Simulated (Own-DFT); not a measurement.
## Calculated data, GaP (zincblende, strained, atoms displaced), SiC (4H silicon carbide, atoms displaced), Si$_{3}$N$_{4}$ (beta silicon nitride, strained, atoms displaced)

A calculation, not a measurement: plane-wave PBE density functional theory by an unreviewed code, no spin, of a simulated periodic cell, stress positive in tension, free energy of the whole cell less one offset for each atom, forces on such cells passed a denser k mesh, this cell's mesh not checked; offsets are fitted by least squares, one for each functional and potential file, so energies compare only between cells with the same atoms and settings and are not formation energies; the far tail of each file's local potential was reset to the Coulomb form; each entry is a single point on an unrelaxed cell, so the pressure reflects the starting lattice, mostly measured values (interpolated for alloys), from which strain is counted, and rises with the displacements; printed positions are rounded, which can move forces by about a meV/angstrom; the program, named Own-DFT, is a retired in-house code; no spin-orbit coupling. Program: Own-DFT development build.

Settings shared by all entries: functional PBE; potential files PseudoDojo norm-conserving, scalar-relativistic, standard set; wave cutoff 42 hartree; occupations Fermi-Dirac; smearing width 0.1 eV; k mesh 3 x 3 x 3 centred on Gamma.

(1) GaP (zincblende, strained, atoms displaced)

```
cell vectors (Å)
  10.8620     0.0000     0.0000
   0.0000    10.8620     0.0000
   0.0000     0.0000    10.9439
atoms (fractions of the cell vectors)
Ga  0.99755  0.99621  0.99724
Ga  0.00149  0.25076  0.25135
Ga  0.25806  0.00926  0.25247
Ga  0.25778  0.24562  0.99399
P   0.11693  0.12311  0.12920
P   0.11584  0.38166  0.36674
P   0.37785  0.12671  0.38163
P   0.37603  0.38030  0.12804
Ga  0.01096  0.99064  0.50408
Ga  0.00165  0.24258  0.74307
Ga  0.24638  0.00048  0.73845
Ga  0.25147  0.24357  0.50030
P   0.12198  0.11971  0.63045
P   0.12929  0.36827  0.87254
P   0.37440  0.11697  0.87165
P   0.39507  0.37361  0.63058
Ga  0.99428  0.50652  0.00320
Ga  0.98682  0.75511  0.23870
Ga  0.24446  0.50179  0.24083
Ga  0.24907  0.75043  0.00156
P   0.12465  0.61625  0.13718
P   0.11931  0.86810  0.37861
P   0.37378  0.62989  0.38762
P   0.37912  0.88597  0.12125
Ga  0.00215  0.49565  0.50199
Ga  0.99798  0.74249  0.75419
Ga  0.24106  0.50065  0.73800
Ga  0.24591  0.73632  0.50824
P   0.12776  0.63220  0.60998
P   0.11130  0.86866  0.87387
P   0.37699  0.62360  0.88227
P   0.38123  0.86601  0.62138
Ga  0.50209  0.99645  0.00355
Ga  0.50475  0.25937  0.25161
Ga  0.75586  0.99565  0.24551
Ga  0.74034  0.24684  0.00427
P   0.60838  0.12419  0.10968
P   0.62697  0.37420  0.37658
P   0.88132  0.12036  0.37636
P   0.87191  0.38214  0.11882
Ga  0.49272  0.99529  0.50360
Ga  0.49683  0.23834  0.74151
Ga  0.74224  0.99910  0.74843
Ga  0.73649  0.24375  0.50960
P   0.63103  0.13040  0.62845
P   0.63416  0.37758  0.87923
P   0.87625  0.14025  0.88888
P   0.87103  0.38312  0.61924
Ga  0.49392  0.50056  0.99830
Ga  0.50382  0.76702  0.25319
Ga  0.74802  0.50265  0.25268
Ga  0.74775  0.76315  0.99633
P   0.62451  0.62358  0.12622
P   0.62947  0.88171  0.38521
P   0.88140  0.62557  0.37386
P   0.87686  0.87845  0.12126
Ga  0.49649  0.50707  0.50094
Ga  0.49600  0.75591  0.74452
Ga  0.75655  0.50409  0.74169
Ga  0.74118  0.75416  0.49249
P   0.62772  0.61674  0.63020
P   0.62171  0.87126  0.87148
P   0.88481  0.63239  0.87147
P   0.88221  0.87544  0.61792
```

```
hardware                          : one NVIDIA H100
free energy of cell above offsets : -29.411 eV
pressure                          : 4.39 GPa
stress xx                         : -4.6 GPa
stress yy                         : -4.64 GPa
stress zz                         : -3.93 GPa
stress yz                         : 1.32 GPa
stress xz                         : 0.37 GPa
stress xy                         : 0.37 GPa
wall time                         : 564.5 s
```

Force:
| element | x (eV/Å) | y (eV/Å) | z (eV/Å) |
| --- | --- | --- | --- |
| Ga | 0.17 | 1.068 | -0.077 |
| Ga | -1.123 | 0.226 | -0.482 |
| Ga | -1.112 | -0.693 | 0.065 |
| Ga | -0.599 | 0.13 | 0.844 |
| P | 1.31 | -0.024 | -0.716 |
| P | 1.559 | -0.817 | 0.97 |
| P | 0.494 | 0.124 | -0.675 |
| P | -0.274 | -0.796 | -0.38 |
| Ga | -0.641 | 0.863 | -0.62 |
| Ga | -0.898 | 1.365 | 1.036 |
| Ga | 0.656 | -1.317 | 1.5 |
| Ga | -0.431 | 1.409 | 0.447 |
| P | 0.305 | 0.537 | -1.583 |
| P | -0.646 | 0.822 | -0.193 |
| P | 0.218 | -0.275 | -0.251 |
| P | -2.583 | 0.566 | -1.029 |
| Ga | 0.999 | -0.626 | -0.637 |
| Ga | 1.412 | -1.029 | 1.437 |
| Ga | 1.666 | -0.849 | 2.276 |
| Ga | -0.287 | -0.154 | 0.288 |
| P | -1.311 | 2.565 | -2.195 |
| P | 1.46 | -0.121 | -1.116 |
| P | 0.16 | -0.208 | -2.297 |
| P | -1.165 | -1.185 | 0.942 |
| Ga | -0.184 | 0.681 | -0.679 |
| Ga | 0.726 | 1.117 | -2.225 |
| Ga | 1.022 | -0.352 | 0.851 |
| Ga | 1.867 | 3.156 | -2.449 |
| P | -2.774 | -2.554 | 3.411 |
| P | 1.919 | 0.626 | -0.051 |
| P | -1.022 | 0.751 | -1.668 |
| P | -1.964 | 0.9 | -0.123 |
| Ga | -0.627 | -0.511 | -2.276 |
| Ga | -0.484 | -0.728 | -0.201 |
| Ga | -0.767 | 1.16 | 0.472 |
| Ga | 0.552 | 1.028 | 0.199 |
| P | 1.862 | 0.803 | 2.807 |
| P | -0.015 | 0.467 | 0.393 |
| P | -0.669 | 0.35 | 0.402 |
| P | -0.408 | -1.037 | 1.051 |
| Ga | 1.017 | 0.921 | -0.035 |
| Ga | 0.78 | 0.589 | 2.093 |
| Ga | 1.751 | 0.053 | 0.537 |
| Ga | 2.35 | 1.391 | -2.214 |
| P | -1.773 | -2.297 | 0.419 |
| P | -1.134 | 0.083 | -1.041 |
| P | -0.07 | -1.693 | -1.526 |
| P | 0.583 | -1.723 | 0.216 |
| Ga | 1.328 | -0.381 | 0.263 |
| Ga | -0.153 | -1.138 | -0.019 |
| Ga | 0.615 | -0.065 | -0.084 |
| Ga | 0.281 | -1.579 | 0.339 |
| P | -0.244 | 1.017 | -0.107 |
| P | -0.792 | 0.882 | -1.585 |
| P | -1.047 | 0.26 | 0.156 |
| P | -0.898 | 0.079 | -0.67 |
| Ga | 0.856 | -0.805 | -0.057 |
| Ga | 0.83 | -1.944 | 1.248 |
| Ga | 0.125 | -0.297 | 1.947 |
| Ga | 1.668 | -1.555 | 1.354 |
| P | -0.667 | 1.828 | -0.927 |
| P | -0.219 | 0.793 | -0.123 |
| P | -2.164 | -1.231 | 1.129 |
| P | -1.394 | -0.625 | 1.223 |

(2) GaP (zincblende, strained, atoms displaced)

```
cell vectors (Å)
  10.8620     0.0000     0.0000
   0.0000    10.8620     0.0000
   0.0000     0.0000    10.9439
atoms (fractions of the cell vectors)
Ga  0.00156  0.00116  0.00217
Ga  0.99905  0.24738  0.24457
Ga  0.24912  0.99960  0.24831
Ga  0.24853  0.25001  0.99808
P   0.12357  0.12697  0.12113
P   0.12381  0.37828  0.36930
P   0.37283  0.12958  0.37393
P   0.37289  0.37854  0.12404
Ga  0.00181  0.99636  0.49859
Ga  0.99646  0.25050  0.74990
Ga  0.24686  0.00176  0.75104
Ga  0.24735  0.24971  0.50201
P   0.12924  0.12028  0.62192
P   0.12331  0.37449  0.87660
P   0.37503  0.12136  0.87398
P   0.37699  0.37613  0.62137
Ga  0.00536  0.49905  0.99565
Ga  0.00099  0.75041  0.24800
Ga  0.24892  0.50226  0.25135
Ga  0.24907  0.74816  0.99568
P   0.12488  0.62538  0.12030
P   0.12429  0.87347  0.37033
P   0.37908  0.62426  0.37753
P   0.37442  0.87331  0.12206
Ga  0.99957  0.50141  0.50304
Ga  0.00101  0.75278  0.74955
Ga  0.24970  0.49921  0.75099
Ga  0.25270  0.75235  0.50169
P   0.12316  0.62725  0.62662
P   0.12350  0.88035  0.87748
P   0.37330  0.62281  0.87737
P   0.37687  0.87399  0.62642
Ga  0.50014  0.99690  0.99594
Ga  0.49939  0.25103  0.24352
Ga  0.75361  0.99913  0.24844
Ga  0.75316  0.24763  0.99706
P   0.62225  0.12482  0.12737
P   0.62529  0.37523  0.37435
P   0.87631  0.12364  0.37415
P   0.87770  0.37447  0.11750
Ga  0.49938  0.99676  0.49702
Ga  0.50048  0.25111  0.75074
Ga  0.74809  0.99836  0.74858
Ga  0.74912  0.25400  0.49939
P   0.62674  0.12308  0.62207
P   0.63038  0.37060  0.87819
P   0.87883  0.12392  0.87816
P   0.88190  0.37538  0.62617
Ga  0.50092  0.50184  0.00123
Ga  0.49850  0.75203  0.25230
Ga  0.74935  0.50068  0.25098
Ga  0.75249  0.74867  0.99893
P   0.62558  0.62569  0.12517
P   0.62603  0.87676  0.37692
P   0.87261  0.61870  0.37714
P   0.87468  0.87457  0.12793
Ga  0.50126  0.49941  0.49836
Ga  0.50331  0.75087  0.75722
Ga  0.74725  0.49803  0.75120
Ga  0.74986  0.74806  0.50066
P   0.62831  0.62458  0.62505
P   0.61972  0.87504  0.87354
P   0.87728  0.62360  0.87273
P   0.87569  0.87704  0.62123
```

```
hardware                          : one NVIDIA H100
free energy of cell above offsets : -35.302 eV
pressure                          : 3.07 GPa
stress xx                         : -3.25 GPa
stress yy                         : -3.28 GPa
stress zz                         : -2.69 GPa
stress yz                         : 0.07 GPa
stress xz                         : -0.01 GPa
stress xy                         : 0 GPa
wall time                         : 499.3 s
```

Force:
| element | x (eV/Å) | y (eV/Å) | z (eV/Å) |
| --- | --- | --- | --- |
| Ga | -0.314 | -0.193 | 0.2 |
| Ga | -0.127 | 0.366 | 0.31 |
| Ga | 0.149 | 0.285 | -0.14 |
| Ga | 0.392 | -0.012 | 0.031 |
| P | 0.465 | -0.268 | 0.395 |
| P | -0.226 | -0.461 | 0.698 |
| P | 0.216 | -0.46 | -0.098 |
| P | 0.022 | -0.212 | -0.114 |
| Ga | 0.026 | 0.324 | -0.269 |
| Ga | 0.737 | -0.529 | 0.004 |
| Ga | 0.497 | -0.386 | -0.156 |
| Ga | 0.088 | 0.414 | -0.53 |
| P | -0.856 | 0.539 | 0.342 |
| P | 0.447 | -0.319 | -0.756 |
| P | -0.041 | 0.591 | 0.033 |
| P | -0.268 | -0.094 | 0.514 |
| Ga | -0.59 | 0.29 | 0.337 |
| Ga | -0.288 | -0.648 | 0.203 |
| Ga | 0.23 | 0.265 | -0.188 |
| Ga | -0.056 | 0.371 | 0.28 |
| P | 0.051 | 0.038 | 0.423 |
| P | 0.337 | -0.063 | 0.432 |
| P | -0.559 | 0.216 | -0.235 |
| P | -0.069 | 0.041 | 0.141 |
| Ga | 0.417 | -0.108 | -0.393 |
| Ga | -0.216 | 0.175 | 0.097 |
| Ga | -0.017 | -0.078 | -0.272 |
| Ga | -0.21 | -0.245 | -0.175 |
| P | 0.47 | -0.042 | -0.13 |
| P | 0.107 | -0.612 | -0.304 |
| P | 0.356 | 0.068 | -0.442 |
| P | -0.053 | 0.138 | 0.325 |
| Ga | -0.181 | 0.411 | 0.695 |
| Ga | -0.255 | 0.213 | 0.608 |
| Ga | -0.512 | 0.254 | 0.332 |
| Ga | -0.122 | -0.279 | 0.655 |
| P | 0.544 | -0.335 | -0.725 |
| P | -0.175 | -0.127 | -0.303 |
| P | 0.007 | 0.303 | 0.129 |
| P | -0.302 | 0.267 | 0.644 |
| Ga | -0.252 | 0.569 | 0.161 |
| Ga | 0.115 | -0.241 | -0.194 |
| Ga | 0.305 | 0.22 | 0.126 |
| Ga | 0.437 | -0.352 | 0.089 |
| P | -0.304 | 0.325 | 0.155 |
| P | -0.827 | 0.483 | -0.298 |
| P | -0.497 | -0.385 | -0.633 |
| P | -1.047 | 0.011 | -0.112 |
| Ga | 0.164 | -0.33 | -0.059 |
| Ga | 0.256 | -0.012 | -0.199 |
| Ga | 0.17 | -0.433 | -0.531 |
| Ga | -0.144 | 0.084 | -0.05 |
| P | -0.027 | 0.209 | 0.139 |
| P | 0.184 | -0.343 | -0.411 |
| P | 0.398 | 0.839 | -0.254 |
| P | 0.125 | -0.047 | -0.639 |
| Ga | 0.283 | 0.099 | 0.217 |
| Ga | -0.668 | -0.739 | -0.965 |
| Ga | 0.497 | -0.042 | -0.139 |
| Ga | 0.155 | 0.157 | -0.2 |
| P | -0.563 | -0.031 | 0.311 |
| P | 1.354 | 0.062 | 0.428 |
| P | -0.111 | 0.162 | 0.033 |
| P | -0.125 | -0.361 | 0.429 |

(3) SiC (4H silicon carbide, atoms displaced)

```
cell vectors (Å)
  12.3308     0.0000     0.0000
  -6.1654    10.6788     0.0000
   0.0000     0.0000    10.0681
atoms (fractions of the cell vectors)
Si  0.99877  0.99964  0.40555
Si  0.08404  0.16702  0.15359
C   0.00010  0.00258  0.09674
C   0.08081  0.16385  0.34267
Si  0.00068  0.24901  0.40198
Si  0.08124  0.41558  0.15139
C   0.00035  0.25064  0.09391
C   0.08312  0.41532  0.34309
Si  0.00119  0.49643  0.40514
Si  0.08345  0.66609  0.15661
C   0.99286  0.49559  0.09663
C   0.08468  0.66969  0.33659
Si  0.00297  0.74948  0.40567
Si  0.08500  0.91644  0.15271
C   0.99957  0.75120  0.09663
C   0.08023  0.91307  0.34372
Si  0.25214  0.00066  0.40940
Si  0.33358  0.16701  0.15354
C   0.24976  0.00708  0.09340
C   0.32994  0.15955  0.34007
Si  0.24934  0.24498  0.40025
Si  0.33116  0.41861  0.15584
C   0.24727  0.24757  0.09635
C   0.33320  0.41521  0.34550
Si  0.24856  0.49701  0.40058
Si  0.33225  0.66715  0.15693
C   0.25180  0.49587  0.09550
C   0.33279  0.66451  0.34351
Si  0.25140  0.75148  0.40365
Si  0.32984  0.91452  0.15864
C   0.24928  0.75143  0.09053
C   0.33749  0.91482  0.34492
Si  0.49822  0.99816  0.40381
Si  0.58620  0.16951  0.15343
C   0.50176  0.99818  0.09937
C   0.58330  0.16267  0.34195
Si  0.50172  0.24948  0.40634
Si  0.58256  0.41922  0.15401
C   0.49980  0.24847  0.09170
C   0.57932  0.41541  0.34166
Si  0.50081  0.50429  0.40896
Si  0.57702  0.66497  0.15634
C   0.50071  0.50384  0.09325
C   0.58318  0.66789  0.34321
Si  0.50177  0.75015  0.40124
Si  0.57994  0.91352  0.15669
C   0.50280  0.75148  0.09480
C   0.58247  0.91595  0.34738
Si  0.75109  0.00173  0.41225
Si  0.83095  0.16373  0.15550
C   0.75330  0.00290  0.09142
C   0.82749  0.16125  0.34294
Si  0.74788  0.24557  0.40728
Si  0.83193  0.41671  0.16012
C   0.75310  0.25064  0.09615
C   0.83371  0.41932  0.34112
Si  0.75367  0.50302  0.40688
Si  0.83113  0.66575  0.16390
C   0.75030  0.50214  0.09567
C   0.83277  0.66733  0.34784
Si  0.75197  0.75133  0.40410
Si  0.83551  0.91753  0.15455
C   0.75070  0.75052  0.09033
C   0.83386  0.91866  0.34708
Si  0.99963  0.00217  0.90917
Si  0.91780  0.83421  0.66031
C   0.99937  0.99874  0.59750
C   0.91669  0.83322  0.84010
Si  0.00187  0.75023  0.90746
Si  0.91315  0.58699  0.65413
C   0.99694  0.75199  0.58858
C   0.91119  0.58171  0.84581
Si  0.99770  0.49606  0.90348
Si  0.91795  0.33675  0.65730
C   0.00477  0.49591  0.59295
C   0.91634  0.33364  0.84215
Si  0.00359  0.24912  0.90686
Si  0.91242  0.08175  0.65546
C   0.00037  0.24920  0.59687
C   0.91228  0.07946  0.84459
Si  0.74716  0.99706  0.90100
Si  0.67070  0.83418  0.65676
C   0.75340  0.00021  0.59231
C   0.66268  0.82553  0.84769
Si  0.75012  0.75047  0.90814
Si  0.66896  0.58543  0.65248
C   0.75054  0.75400  0.59497
C   0.66175  0.58340  0.83881
Si  0.75133  0.49672  0.90967
Si  0.66102  0.33614  0.65269
C   0.75116  0.50169  0.59401
C   0.66060  0.33211  0.84714
Si  0.74860  0.24731  0.90646
Si  0.66461  0.08473  0.65782
C   0.74509  0.24713  0.59388
C   0.66847  0.08581  0.84171
Si  0.49969  0.99825  0.90755
Si  0.41692  0.83077  0.66156
C   0.49443  0.99721  0.59581
C   0.41369  0.82852  0.83867
Si  0.50077  0.75356  0.90358
Si  0.41528  0.58431  0.65010
C   0.49518  0.74800  0.59485
C   0.41679  0.58995  0.84864
Si  0.49841  0.49935  0.90986
Si  0.41641  0.33500  0.65485
C   0.49723  0.49830  0.59492
C   0.41373  0.32915  0.84443
Si  0.50224  0.24676  0.90898
Si  0.41188  0.07552  0.65655
C   0.50178  0.25053  0.59004
C   0.41367  0.08078  0.84832
Si  0.24995  0.00294  0.90607
Si  0.16623  0.83325  0.65545
C   0.25264  0.00024  0.59288
C   0.16634  0.83051  0.84397
Si  0.24599  0.74715  0.90710
Si  0.16578  0.58195  0.65712
C   0.25094  0.75084  0.59522
C   0.16511  0.58421  0.83988
Si  0.24901  0.49875  0.90973
Si  0.16731  0.33462  0.65409
C   0.25232  0.50295  0.59309
C   0.16846  0.33427  0.83779
Si  0.24555  0.24359  0.90754
Si  0.16737  0.08283  0.66423
C   0.25352  0.25605  0.59160
C   0.16602  0.08179  0.84645
```

```
hardware                          : one NVIDIA H200
free energy of cell above offsets : -18.895 eV
pressure                          : 3.79 GPa
stress xx                         : -3.06 GPa
stress yy                         : -3.54 GPa
stress zz                         : -4.76 GPa
stress yz                         : 0 GPa
stress xz                         : 0.11 GPa
stress xy                         : -0.12 GPa
wall time                         : 534.5 s
```

Force:
| element | x (eV/Å) | y (eV/Å) | z (eV/Å) |
| --- | --- | --- | --- |
| Si | 0.581 | -0.328 | 0.684 |
| Si | -0.542 | -0.06 | 0.942 |
| C | 0.667 | -0.593 | -0.822 |
| C | 0.366 | 0.395 | -0.191 |
| Si | -0.619 | -0.373 | 1.054 |
| Si | 0.144 | 0.119 | 0.951 |
| C | 0.038 | -0.378 | -0.226 |
| C | -0.006 | -0.256 | -0.752 |
| Si | -0.533 | 0.888 | -0.106 |
| Si | -0.582 | -0.191 | -1.136 |
| C | 1.35 | 1.138 | -1.088 |
| C | 0.64 | -0.949 | 2.053 |
| Si | -0.859 | 0.261 | -0.575 |
| Si | -0.734 | 0.443 | 1.091 |
| C | 0.194 | -0.509 | -0.545 |
| C | 0.696 | 0.896 | -0.009 |
| Si | -0.493 | -1.149 | -1.098 |
| Si | 0.062 | 0.46 | 0.596 |
| C | 1.027 | -1.955 | -0.358 |
| C | 0.582 | 1.296 | 0.482 |
| Si | -0.327 | 0.611 | 1.021 |
| Si | 1.846 | -1.191 | 0.694 |
| C | 0.424 | 0.923 | -0.653 |
| C | 0.061 | -0.013 | -0.696 |
| Si | 0.099 | 0.343 | 1.267 |
| Si | 0.482 | -0.092 | -0.401 |
| C | -2.335 | 1.393 | -0.527 |
| C | -0.167 | 0.226 | -0.295 |
| Si | 0.15 | -0.798 | 0.901 |
| Si | 0.316 | 1.15 | -0.591 |
| C | 0.168 | -0.662 | 0.63 |
| C | -1.743 | 0.202 | -0.29 |
| Si | 0.846 | 0.217 | 0.943 |
| Si | 0.045 | -0.852 | 0.713 |
| C | -1.166 | 0.284 | -1.301 |
| C | -0.558 | 0.786 | 0.149 |
| Si | -0.441 | -0.291 | -0.869 |
| Si | 0.185 | -0.459 | 0.359 |
| C | -0.112 | 0.612 | 0.684 |
| C | 0.771 | 0.612 | 0.595 |
| Si | 0.131 | -1.236 | -0.462 |
| Si | 1.729 | 0.871 | -0.18 |
| C | -0.285 | -1.124 | 0.366 |
| C | 0.556 | -0.092 | 0.046 |
| Si | -0.873 | 0.108 | 1.479 |
| Si | 1.452 | 1.011 | 0.625 |
| C | -1.461 | -0.289 | -0.551 |
| C | 0.472 | 0.174 | -0.396 |
| Si | -0.264 | -1 | -1.597 |
| Si | 0.39 | 0.361 | 0.132 |
| C | -0.718 | -1.251 | -0.165 |
| C | 0.978 | 1.214 | 0.221 |
| Si | -0.295 | 0.808 | -0.275 |
| Si | -0.409 | -0.252 | -0.878 |
| C | -0.688 | 0.057 | -0.689 |
| C | 0.444 | -0.852 | 1.61 |
| Si | -1.043 | -0.987 | -0.377 |
| Si | 0.118 | 0.589 | -1.519 |
| C | 0.09 | -0.467 | 0.159 |
| C | 0.465 | 0.029 | -0.073 |
| Si | -0.629 | 0.441 | 0.782 |
| Si | -0.878 | -0.098 | 0.521 |
| C | -0.259 | -0.278 | 1.58 |
| C | -0.148 | -0.379 | -0.77 |
| Si | -0.146 | -1.063 | -0.49 |
| Si | -0.588 | 0.19 | -1.427 |
| C | 0.193 | 0.579 | -0.459 |
| C | 0.251 | 0.192 | 1.94 |
| Si | -0.966 | -0.354 | 0.032 |
| Si | 1.816 | -0.577 | 0.619 |
| C | 1.09 | -0.305 | 1.072 |
| C | 1.405 | 0.392 | -0.605 |
| Si | -0.524 | 0.91 | 0.473 |
| Si | -0.036 | -1.664 | -0.469 |
| C | -2.173 | 1.374 | -0.404 |
| C | 0.168 | -0.731 | 0.626 |
| Si | -1.099 | 0.001 | -0.76 |
| Si | 1.684 | 0.702 | 0.479 |
| C | -0.503 | 0.064 | -1.013 |
| C | 0.531 | 0.806 | -0.192 |
| Si | 0.125 | -0.094 | 1.156 |
| Si | -1.647 | -0.555 | 0.202 |
| C | -1.741 | -0.135 | 1.204 |
| C | 0.076 | 2.178 | -1.07 |
| Si | 0.535 | -1.045 | -0.871 |
| Si | -1.148 | 0.051 | 0.734 |
| C | 0.951 | -0.871 | -0.785 |
| C | 1.376 | -0.243 | 1.237 |
| Si | -2.09 | 0.74 | -0.535 |
| Si | 1.646 | -0.659 | 1.049 |
| C | -0.423 | -0.199 | -0.628 |
| C | 1.905 | 0.075 | -0.836 |
| Si | -0.031 | 1.161 | -0.005 |
| Si | 0.069 | -0.659 | -0.84 |
| C | 0.349 | 1.303 | 0.112 |
| C | -0.427 | -1.124 | 0.616 |
| Si | -0.181 | -0.354 | 0.022 |
| Si | -0.691 | 0.214 | -2.147 |
| C | 1.41 | -0.107 | -0.45 |
| C | -0.296 | 1.161 | 2.486 |
| Si | -0.166 | -1.008 | 0.844 |
| Si | 0.385 | -0.107 | 1.946 |
| C | 1.564 | 0.901 | -0.949 |
| C | 0.292 | -1.794 | -0.857 |
| Si | -0.434 | 0.222 | -1.631 |
| Si | 0.358 | -0.621 | 0.404 |
| C | 0.706 | 1.07 | -0.428 |
| C | 0.176 | 0.23 | 0.449 |
| Si | -1.956 | 0.238 | -0.738 |
| Si | 0.48 | 2.027 | 0.588 |
| C | -1.299 | -0.813 | 0.675 |
| C | 0.68 | 0.062 | -0.757 |
| Si | 0.439 | -1.289 | 0.473 |
| Si | 0.079 | -0.44 | -0.112 |
| C | -1.282 | -0.271 | 0.726 |
| C | -0.546 | 0.983 | 0.071 |
| Si | 0.76 | 0.29 | -0.9 |
| Si | 0.681 | 0.681 | -0.81 |
| C | -0.44 | -0.416 | -0.534 |
| C | 0.101 | -0.827 | 1.718 |
| Si | 0.305 | 0.582 | -1.263 |
| Si | 0.115 | 0.181 | -0.524 |
| C | -0.671 | -0.784 | -0.687 |
| C | -0.001 | -0.523 | 1.676 |
| Si | 0.432 | 1.877 | -0.265 |
| Si | -0.435 | 0.707 | -2.202 |
| C | -0.067 | -1.787 | -0.096 |
| C | -0.519 | -0.242 | 0.242 |

(4) Si$_{3}$N$_{4}$ (beta silicon nitride, strained, atoms displaced)

```
cell vectors (Å)
   7.7404     0.0615     0.0273
  -3.8169     6.4774    -0.0510
   0.0313    -0.0495     8.8066
atoms (fractions of the cell vectors)
Si  0.16926  0.77315  0.08696
Si  0.23892  0.40650  0.07383
Si  0.59944  0.84274  0.08797
Si  0.81873  0.23477  0.23899
Si  0.75995  0.57781  0.25500
Si  0.40728  0.17650  0.25474
N   0.33095  0.03639  0.08039
N   0.96387  0.30356  0.07930
N   0.70109  0.67794  0.09280
N   0.66289  0.96251  0.25055
N   0.03320  0.69620  0.25274
N   0.29975  0.33764  0.24582
N   0.33592  0.67154  0.08018
N   0.67363  0.34454  0.25545
Si  0.17857  0.77580  0.41051
Si  0.22361  0.38355  0.41793
Si  0.59997  0.83231  0.42240
Si  0.83388  0.23739  0.58545
Si  0.77133  0.58906  0.58388
Si  0.41644  0.17613  0.59284
N   0.32693  0.02833  0.41847
N   0.95437  0.30080  0.42076
N   0.70935  0.67960  0.42160
N   0.67596  0.96316  0.58497
N   0.04392  0.69971  0.58784
N   0.30015  0.31795  0.58673
N   0.33688  0.66044  0.41137
N   0.67586  0.33205  0.58918
Si  0.18185  0.78144  0.74558
Si  0.23246  0.40770  0.75411
Si  0.60649  0.82574  0.73887
Si  0.81632  0.22080  0.90932
Si  0.78333  0.60217  0.91511
Si  0.40930  0.16415  0.91404
N   0.34074  0.02763  0.74378
N   0.98659  0.31774  0.76325
N   0.69079  0.66475  0.73958
N   0.66208  0.95618  0.91231
N   0.03098  0.69094  0.92460
N   0.30787  0.33393  0.91403
N   0.32993  0.65318  0.75777
N   0.67268  0.34519  0.92065
```

```
free energy of cell above offsets : -2.462 eV
pressure                          : 4.55 GPa
stress xx                         : 3.59 GPa
stress yy                         : -13.51 GPa
stress zz                         : -3.74 GPa
stress yz                         : -1.15 GPa
stress xz                         : 1.61 GPa
stress xy                         : 3.58 GPa
```

Force:
| element | x (eV/Å) | y (eV/Å) | z (eV/Å) |
| --- | --- | --- | --- |
| Si | 2.357 | -1.46 | 0.056 |
| Si | -2.173 | 1.232 | 1.582 |
| Si | -0.11 | -5.16 | -2.165 |
| Si | 2.08 | -0.533 | 2.204 |
| Si | -1.227 | 9.513 | -0.766 |
| Si | -0.578 | 0.659 | -1.01 |
| N | 0.395 | -0.235 | 1.289 |
| N | 1.028 | -0.457 | -0.384 |
| N | 1.343 | -0.587 | -1.412 |
| N | -0.279 | 3.912 | 2.185 |
| N | -1.633 | -0.232 | -0.402 |
| N | 1.518 | -2.029 | 0.324 |
| N | -0.702 | 0.589 | 0.194 |
| N | -0.791 | -7.753 | -0.09 |
| Si | 1.656 | -3.555 | 1.705 |
| Si | -1.805 | 2.636 | 0.276 |
| Si | -0.949 | -3.109 | -2.345 |
| Si | 0.803 | -0.579 | 1.733 |
| Si | 0.705 | 2.332 | -0.795 |
| Si | -0.162 | 0.715 | -3.071 |
| N | 0.812 | 2.933 | 0.038 |
| N | 2.862 | 0.292 | -2.283 |
| N | 1.199 | -1.216 | -0.25 |
| N | -0.383 | 3.812 | -0.225 |
| N | -2.465 | -0.485 | -1.799 |
| N | -1.136 | 0.314 | -0.211 |
| N | -0.621 | 0.593 | 0.849 |
| N | -1.28 | -0.986 | 0.028 |
| Si | 1.722 | -5.279 | 2.177 |
| Si | 1.846 | -1.638 | -0.518 |
| Si | -3.728 | -2.448 | 3.288 |
| Si | 0.685 | 1.905 | 1.71 |
| Si | -3.194 | 1.042 | 1.136 |
| Si | -0.449 | 3.346 | 0.43 |
| N | 0.408 | 1.5 | 2.308 |
| N | -2.955 | -2.721 | -2.611 |
| N | 3.615 | -1.306 | 2.156 |
| N | 0.146 | 2.216 | -0.449 |
| N | 0.237 | 1.962 | -2.529 |
| N | 1.313 | -1.881 | -0.57 |
| N | -0.256 | 5.793 | -1.183 |
| N | 0.146 | -3.651 | -0.601 |
